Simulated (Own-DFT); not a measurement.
# Computed records: SiC (4H silicon carbide, atoms displaced)

All values are calculated (Own-DFT development build). A calculation, not a measurement: plane-wave PBE density functional theory by an unreviewed code, no spin, of a simulated periodic cell, stress positive in tension, free energy of the whole cell less one offset for each atom, forces on such cells passed a denser k mesh, this cell's mesh not checked; offsets are fitted by least squares, one for each functional and potential file, so energies compare only between cells with the same atoms and settings and are not formation energies; the far tail of each file's local potential was reset to the Coulomb form; each entry is a single point on an unrelaxed cell, so the pressure reflects the starting lattice, mostly measured values (interpolated for alloys), from which strain is counted, and rises with the displacements; printed positions are rounded, which can move forces by about a meV/angstrom; the program, named Own-DFT, is a retired in-house code; no spin-orbit coupling.

Common to all runs: functional PBE; potential files PseudoDojo norm-conserving, scalar-relativistic, standard set; wave cutoff 42 hartree; occupations Fermi-Dirac; smearing width 0.1 eV; hardware one NVIDIA H100; k mesh 4 x 4 x 3 centred on Gamma.

(1) SiC (4H silicon carbide, atoms displaced)

```
cell vectors (Å)
   9.2481     0.0000     0.0000
  -4.6241     8.0091     0.0000
   0.0000     0.0000    10.0681
atoms (fractions of the cell vectors)
Si  0.99799  0.99855  0.40476
Si  0.11124  0.21747  0.15440
C   0.00627  0.00612  0.09462
C   0.10959  0.21961  0.34268
Si  0.00313  0.33266  0.40664
Si  0.10558  0.55453  0.14941
C   0.00155  0.33321  0.09347
C   0.11046  0.55404  0.35025
Si  0.00359  0.66843  0.40455
Si  0.11235  0.89260  0.15955
C   0.00701  0.66753  0.09053
C   0.11366  0.89147  0.34543
Si  0.33696  0.00205  0.40561
Si  0.43977  0.22155  0.15398
C   0.33353  0.99955  0.09490
C   0.44487  0.22198  0.34393
Si  0.33491  0.33607  0.40199
Si  0.44507  0.55512  0.15878
C   0.32895  0.33110  0.09478
C   0.44692  0.56021  0.34505
Si  0.33551  0.67145  0.40899
Si  0.44301  0.88328  0.15178
C   0.33295  0.66652  0.09424
C   0.44207  0.89132  0.34460
Si  0.66750  0.00064  0.40647
Si  0.77942  0.21755  0.16056
C   0.66965  0.99874  0.09799
C   0.77793  0.21909  0.34399
Si  0.66680  0.33514  0.40320
Si  0.77741  0.55331  0.15639
C   0.66631  0.33060  0.10031
C   0.78119  0.55323  0.33723
Si  0.66304  0.66723  0.40932
Si  0.77647  0.89019  0.15503
C   0.66951  0.66724  0.08824
C   0.77944  0.88955  0.34464
Si  0.00018  0.99790  0.90385
Si  0.89514  0.78000  0.64859
C   0.99581  0.00096  0.59443
C   0.89036  0.77622  0.84933
Si  0.00177  0.66782  0.89882
Si  0.88900  0.43794  0.65370
C   0.99904  0.66374  0.58926
C   0.88076  0.44361  0.83844
Si  0.00345  0.33522  0.90210
Si  0.89091  0.10938  0.65592
C   0.99108  0.33275  0.59303
C   0.89671  0.10574  0.84704
Si  0.66986  0.00702  0.91031
Si  0.56173  0.78162  0.65840
C   0.66519  0.00442  0.59489
C   0.55946  0.77742  0.84536
Si  0.66855  0.66581  0.90416
Si  0.55336  0.43785  0.65890
C   0.66551  0.67166  0.59488
C   0.56047  0.44193  0.84351
Si  0.66254  0.32809  0.90404
Si  0.55817  0.11034  0.66389
C   0.67045  0.33597  0.59256
C   0.55566  0.11513  0.84179
Si  0.32972  0.00378  0.90850
Si  0.21840  0.77215  0.66113
C   0.32953  0.00228  0.59041
C   0.21778  0.78202  0.84566
Si  0.33523  0.66935  0.90906
Si  0.22196  0.44052  0.65371
C   0.32790  0.66373  0.59130
C   0.21979  0.44233  0.83997
Si  0.33145  0.33477  0.90719
Si  0.22430  0.11563  0.65717
C   0.33181  0.33141  0.59596
C   0.22275  0.10990  0.84502
```

| Item | Value |
| --- | --- |
| free energy of cell above offsets | -10.514 eV |
| pressure | 3.85 GPa |
| stress xx | -3.67 GPa |
| stress yy | -3.35 GPa |
| stress zz | -4.51 GPa |
| stress yz | -0.11 GPa |
| stress xz | 0.22 GPa |
| stress xy | 1.17 GPa |
| wall time | 368.4 s |

Force:
```
element  x (eV/Å)  y (eV/Å)  z (eV/Å)
     Si     0.494     0.319     0.395
     Si    -0.966     1.357     0.584
      C    -0.591    -1.732    -0.558
      C      0.37     0.409      0.22
     Si    -0.873     -0.08    -0.277
     Si     1.324    -0.239     1.993
      C    -0.106    -0.412    -0.539
      C     0.489     0.277    -1.663
     Si    -0.261    -0.372    -0.226
     Si     0.283    -0.854    -0.662
      C    -1.893     0.444    -0.199
      C    -0.152    -0.189    -0.035
     Si    -0.768     0.137     0.301
     Si     1.141     0.034     0.717
      C     0.063     0.053     -0.32
      C    -0.397     0.436    -0.338
     Si     0.014    -0.625     0.811
     Si      0.16     0.276    -0.756
      C      0.52     0.746    -0.296
      C    -0.358    -0.425     -0.01
     Si    -0.586    -0.436    -0.725
     Si    -0.354     1.169     1.335
      C     0.191    -0.742    -0.151
      C      1.13      -0.4    -0.563
     Si      -0.4    -0.057     0.101
     Si    -0.491     0.921    -0.532
      C    -1.071     0.162    -0.951
      C     0.076     0.508     0.553
     Si     0.573    -0.424     0.284
     Si     0.496     0.512    -1.199
      C    -0.065    -0.339    -1.599
      C    -0.938     0.901     1.896
     Si     1.399    -0.003    -0.672
     Si     1.491    -0.626     0.247
      C    -0.418    -0.245     1.245
      C    -0.574    -0.415    -0.179
     Si     1.032    -0.467     1.137
     Si    -0.905     -0.67     1.591
      C      1.38     0.166    -0.669
      C    -0.268     0.379    -1.812
     Si    -0.734    -0.895     1.591
     Si    -1.889     1.604     0.124
      C     0.094     0.032     0.826
      C     1.737    -0.239     0.786
     Si    -0.989    -0.589     0.602
     Si     -1.25     0.346     0.463
      C     2.966    -1.056    -0.118
      C    -2.453     1.359    -0.826
     Si     0.798    -0.989    -0.618
     Si    -1.561    -0.163    -0.241
      C     0.968    -0.739     0.148
      C    -0.894     0.656     0.216
     Si      0.21    -0.173    -0.024
     Si     0.188     1.222    -0.771
      C     1.169    -1.172    -0.016
      C    -1.709     0.156     0.505
     Si     0.542     1.189     1.495
     Si    -1.359     0.442    -2.836
      C    -0.586    -0.772    -0.129
      C     0.222     -1.43     1.825
     Si      0.91    -0.511    -0.123
     Si    -0.147     1.191    -1.593
      C     1.054    -0.502     1.378
      C      1.88    -0.192     -0.12
     Si    -0.105    -0.266    -1.035
     Si    -0.947     0.645    -0.129
      C     1.133     0.411      1.39
      C      0.46     1.012      0.63
     Si     0.609    -0.127    -0.355
     Si    -0.099    -1.244    -0.308
      C     0.187     0.512     -1.01
      C    -0.594      0.83    -0.206
```

(2) SiC (4H silicon carbide, atoms displaced)

```
cell vectors (Å)
   9.2481     0.0000     0.0000
  -4.6241     8.0091     0.0000
   0.0000     0.0000    10.0681
atoms (fractions of the cell vectors)
Si  0.00382  0.00090  0.40607
Si  0.11357  0.22044  0.15402
C   0.99745  0.99559  0.09393
C   0.11233  0.22167  0.34033
Si  0.99167  0.33024  0.40526
Si  0.10972  0.55586  0.15820
C   0.00566  0.33115  0.09944
C   0.10805  0.55672  0.34442
Si  0.99640  0.66648  0.40508
Si  0.11333  0.88282  0.15651
C   0.00483  0.66933  0.09022
C   0.11013  0.89538  0.34423
Si  0.32933  0.00196  0.40682
Si  0.44377  0.22728  0.15043
C   0.33717  0.99954  0.09767
C   0.44399  0.22014  0.34640
Si  0.33234  0.33908  0.40525
Si  0.44168  0.55657  0.15767
C   0.33720  0.33558  0.08605
C   0.44213  0.55271  0.34640
Si  0.33711  0.67323  0.41198
Si  0.44742  0.88717  0.16054
C   0.33605  0.66836  0.09409
C   0.44282  0.88408  0.34532
Si  0.66611  0.00094  0.40499
Si  0.78527  0.22301  0.15979
C   0.66517  0.99801  0.09655
C   0.78106  0.21918  0.34539
Si  0.66948  0.33647  0.39972
Si  0.77839  0.55451  0.16068
C   0.66493  0.32781  0.09825
C   0.77828  0.55543  0.34712
Si  0.66541  0.66906  0.40617
Si  0.77679  0.89275  0.15812
C   0.66662  0.66532  0.08904
C   0.77952  0.88577  0.34522
Si  0.00537  0.00562  0.90424
Si  0.89329  0.77936  0.65963
C   0.99630  0.00021  0.58915
C   0.89062  0.77851  0.84095
Si  0.99048  0.66087  0.90413
Si  0.88505  0.44403  0.65457
C   0.00671  0.66828  0.59390
C   0.89451  0.44206  0.83758
Si  0.99744  0.32524  0.90697
Si  0.88696  0.10729  0.65323
C   0.00085  0.32985  0.59254
C   0.88976  0.10542  0.84253
Si  0.67506  0.00410  0.90493
Si  0.55722  0.77353  0.65393
C   0.66537  0.99273  0.59443
C   0.55663  0.78428  0.83952
Si  0.66458  0.66538  0.90724
Si  0.55841  0.44293  0.65858
C   0.67306  0.67288  0.59357
C   0.55302  0.43869  0.84307
Si  0.67018  0.33065  0.90247
Si  0.55019  0.10698  0.65547
C   0.66976  0.33473  0.59371
C   0.55707  0.11408  0.84612
Si  0.33142  0.00080  0.90364
Si  0.22635  0.77554  0.65646
C   0.33448  0.99542  0.59580
C   0.22120  0.77447  0.84296
Si  0.33260  0.66519  0.90549
Si  0.22089  0.44667  0.65289
C   0.33532  0.66362  0.59300
C   0.22003  0.44202  0.84430
Si  0.33050  0.31960  0.90285
Si  0.22277  0.11598  0.65858
C   0.33517  0.33546  0.59391
C   0.22303  0.10851  0.84564
```

| Item | Value |
| --- | --- |
| free energy of cell above offsets | -10.704 eV |
| pressure | 3.63 GPa |
| stress xx | -2.96 GPa |
| stress yy | -3.56 GPa |
| stress zz | -4.36 GPa |
| stress yz | 0.15 GPa |
| stress xz | -0.47 GPa |
| stress xy | -0.26 GPa |
| wall time | 353.2 s |

Force:
```
element  x (eV/Å)  y (eV/Å)  z (eV/Å)
     Si    -1.167     0.494    -0.433
     Si     0.669    -0.418     0.273
      C     0.547       0.5    -0.418
      C    -0.494     0.369     0.648
     Si     2.309     0.802     0.345
     Si     0.844     0.135    -0.448
      C    -1.062     0.409     -1.35
      C     0.401     0.027      0.36
     Si     0.799      0.79     0.665
     Si    -0.711     1.557    -0.178
      C    -0.742    -1.395     0.571
      C     1.084    -1.672     -0.18
     Si     0.949    -0.372      0.04
     Si     0.705    -1.318     1.495
      C    -0.547     0.079    -0.916
      C    -0.414     1.062    -0.818
     Si     0.753    -1.701     0.443
     Si     0.841    -0.142    -0.706
      C     -0.75    -0.212     1.092
      C    -0.151     1.345    -0.472
     Si    -0.425     -1.77    -1.292
     Si    -0.692     0.185    -0.827
      C    -0.555    -0.296     0.074
      C    -0.371     1.395     0.294
     Si     0.524    -0.888     0.665
     Si    -0.971    -0.591    -0.574
      C     0.447     0.844    -0.544
      C    -1.583     0.109    -0.328
     Si    -0.287    -1.166     1.403
     Si    -0.155      0.16    -1.287
      C     0.936     1.116    -0.901
      C    -0.594     0.478    -0.583
     Si     0.482    -0.587     0.357
     Si      0.93    -1.169    -0.457
      C    -0.126     0.211     1.768
      C    -0.654     0.837    -0.269
     Si    -0.251    -1.908     1.006
     Si     0.003    -0.003    -1.467
      C     1.355     0.034     1.281
      C    -0.523     0.037     1.106
     Si     1.665     0.679    -0.256
     Si     1.548      0.06    -0.542
      C    -0.889    -0.225    -0.214
      C    -0.994    -0.353     1.563
     Si     0.381     1.184    -0.033
     Si    -0.204     0.379     0.073
      C    -0.963     0.251    -0.138
      C    -0.044     0.943    -0.226
     Si    -1.553     -0.96     0.501
     Si    -0.281     0.432     0.505
      C    -0.819      1.06      -0.5
      C     0.476    -1.101      0.94
     Si    -0.212     0.156    -1.136
     Si    -0.408      0.63    -0.911
      C     0.282    -1.447     0.052
      C     0.405     0.516     0.407
     Si    -0.309     0.783     0.949
     Si     1.454     0.653     0.221
      C    -0.588    -0.779    -0.794
      C     0.274    -0.929    -0.604
     Si     1.519    -1.279     1.194
     Si    -0.406    -0.086     0.273
      C    -1.295     0.618    -0.398
      C    -0.519     0.283     0.344
     Si     0.204     0.183     0.074
     Si     0.471     -0.95     0.935
      C    -0.158     0.571     0.409
      C     0.618    -0.462      -0.2
     Si    -0.744      3.15     0.066
     Si     0.213    -0.914     -1.15
      C    -0.055     0.099     0.045
      C    -0.424    -0.512    -0.886
```

(3) SiC (4H silicon carbide, atoms displaced)

```
cell vectors (Å)
   9.2481     0.0000     0.0000
  -4.6241     8.0091     0.0000
   0.0000     0.0000    10.0681
atoms (fractions of the cell vectors)
Si  0.99413  0.00049  0.40258
Si  0.11369  0.22245  0.15464
C   0.00092  0.99784  0.09374
C   0.11228  0.22456  0.34154
Si  0.99707  0.33371  0.40936
Si  0.10636  0.55122  0.15861
C   0.99822  0.33491  0.08942
C   0.11034  0.55481  0.34381
Si  0.00367  0.67212  0.40882
Si  0.11194  0.88639  0.15913
C   0.99853  0.66958  0.09579
C   0.11499  0.88998  0.34085
Si  0.32857  0.99504  0.41358
Si  0.44546  0.21946  0.15461
C   0.33838  0.99848  0.09148
C   0.44571  0.22089  0.34241
Si  0.33672  0.34295  0.41122
Si  0.44727  0.55522  0.16142
C   0.33095  0.32828  0.09499
C   0.44840  0.55632  0.34734
Si  0.33157  0.66007  0.40255
Si  0.44826  0.89350  0.15082
C   0.32692  0.66186  0.09575
C   0.44102  0.88986  0.34749
Si  0.66709  0.99732  0.40370
Si  0.77651  0.21834  0.15274
C   0.66794  0.99809  0.09509
C   0.78046  0.22699  0.34013
Si  0.65978  0.32306  0.40923
Si  0.78061  0.55613  0.15596
C   0.66923  0.33531  0.09687
C   0.78215  0.55933  0.34669
Si  0.66612  0.66119  0.40421
Si  0.78030  0.88658  0.15403
C   0.66676  0.67035  0.09068
C   0.78059  0.88663  0.34713
Si  0.99862  0.99886  0.90789
Si  0.89327  0.77854  0.65917
C   0.99585  0.99468  0.58883
C   0.88739  0.77067  0.84214
Si  0.00374  0.66873  0.91027
Si  0.89451  0.45388  0.65384
C   0.00075  0.66543  0.58848
C   0.89371  0.44925  0.84342
Si  0.99455  0.33174  0.90588
Si  0.88529  0.10674  0.65882
C   0.99747  0.33094  0.58948
C   0.88654  0.11454  0.84381
Si  0.66992  0.00745  0.90469
Si  0.55570  0.77958  0.65537
C   0.66778  0.00191  0.59614
C   0.55712  0.78241  0.84075
Si  0.66351  0.66212  0.90746
Si  0.54709  0.44763  0.65747
C   0.66218  0.66657  0.59109
C   0.54984  0.44298  0.84099
Si  0.66854  0.32795  0.90601
Si  0.55821  0.11503  0.65721
C   0.66499  0.33536  0.59411
C   0.55876  0.11583  0.84540
Si  0.33074  0.00286  0.90736
Si  0.22688  0.78598  0.65793
C   0.33375  0.00477  0.59516
C   0.22633  0.77703  0.84511
Si  0.33124  0.66407  0.90417
Si  0.22473  0.44071  0.65304
C   0.32721  0.66411  0.59243
C   0.21890  0.44049  0.84155
Si  0.33621  0.33624  0.90033
Si  0.22749  0.11383  0.65493
C   0.33716  0.32658  0.59438
C   0.21813  0.11164  0.84149
```

| Quantity | Value |
| --- | --- |
| free energy of cell above offsets | -10.673 eV |
| pressure | 3.68 GPa |
| stress xx | -2.75 GPa |
| stress yy | -3.11 GPa |
| stress zz | -5.19 GPa |
| stress yz | -0.03 GPa |
| stress xz | -0.06 GPa |
| stress xy | -0.58 GPa |
| wall time | 351.4 s |

Force:
```
element  x (eV/Å)  y (eV/Å)  z (eV/Å)
     Si     1.898      0.41     0.355
     Si    -0.752     0.057     0.057
      C     0.141     0.256     0.042
      C    -0.167     0.203     0.781
     Si     0.379    -0.129    -1.496
     Si     0.003     0.552    -0.368
      C     0.422    -0.756      0.66
      C    -0.128    -0.116     0.301
     Si     0.011    -0.678    -1.439
     Si     0.373     0.681     -0.75
      C      0.81    -0.501    -0.225
      C    -0.922     0.143     1.309
     Si     0.356     1.235    -1.896
     Si    -0.258     0.275     0.553
      C    -1.358     0.367     0.052
      C    -1.027     -0.23     0.725
     Si     0.716    -2.536    -1.485
     Si    -0.803    -0.408    -1.335
      C     0.686      0.95    -0.814
      C    -0.372     0.148    -0.531
     Si     -0.72     1.486     0.686
     Si    -0.063    -1.623     1.496
      C     0.916     0.557    -0.267
      C     0.923    -0.569    -0.783
     Si    -0.471     0.673     0.429
     Si     0.105     0.828     0.789
      C     0.236     0.189    -0.789
      C     0.052    -1.296     0.577
     Si     0.409     1.715    -0.747
     Si    -0.707     0.128       0.7
      C    -0.109    -0.429    -1.153
      C    -0.019    -1.138    -0.501
     Si     0.497     1.061     0.877
     Si    -0.395      0.45     0.747
      C     0.435    -1.108     0.861
      C    -1.321     -0.52     -1.41
     Si    -0.309    -0.199    -0.654
     Si    -0.931    -0.734    -1.379
      C     0.545     1.035     1.051
      C    -0.247      0.97     1.032
     Si    -0.023    -0.193    -0.579
     Si    -0.125    -1.816     0.213
      C      0.13     1.596     1.571
      C    -0.579    -0.292    -0.046
     Si     1.016     0.793    -0.485
     Si     0.427      0.71    -0.987
      C     0.351     0.048     1.561
      C     0.944    -0.658     0.312
     Si    -0.129    -1.579     0.338
     Si    -0.418    -0.304    -0.392
      C    -0.467    -0.219     -0.73
      C     0.176    -0.465     0.975
     Si    -0.334     0.753    -1.082
     Si     2.504     0.259    -0.488
      C     0.672      0.12     0.547
      C     1.395     0.131     0.762
     Si    -0.827     2.107     0.181
     Si     0.165      0.12    -0.142
      C     0.131     0.335     0.547
      C    -0.671    -1.041    -0.304
     Si     0.726    -0.315    -0.525
     Si    -0.095    -1.561    -0.294
      C     0.832    -0.472     0.592
      C    -1.066      0.79    -0.026
     Si     0.802    -0.072     0.485
     Si    -1.249     0.155     0.333
      C     0.928     0.355    -0.083
      C     0.001     0.281     0.029
     Si    -1.092    -0.746     1.537
     Si    -1.658    -1.315     0.194
      C    -1.835     1.186    -0.402
      C     0.533    -0.092     0.331
```
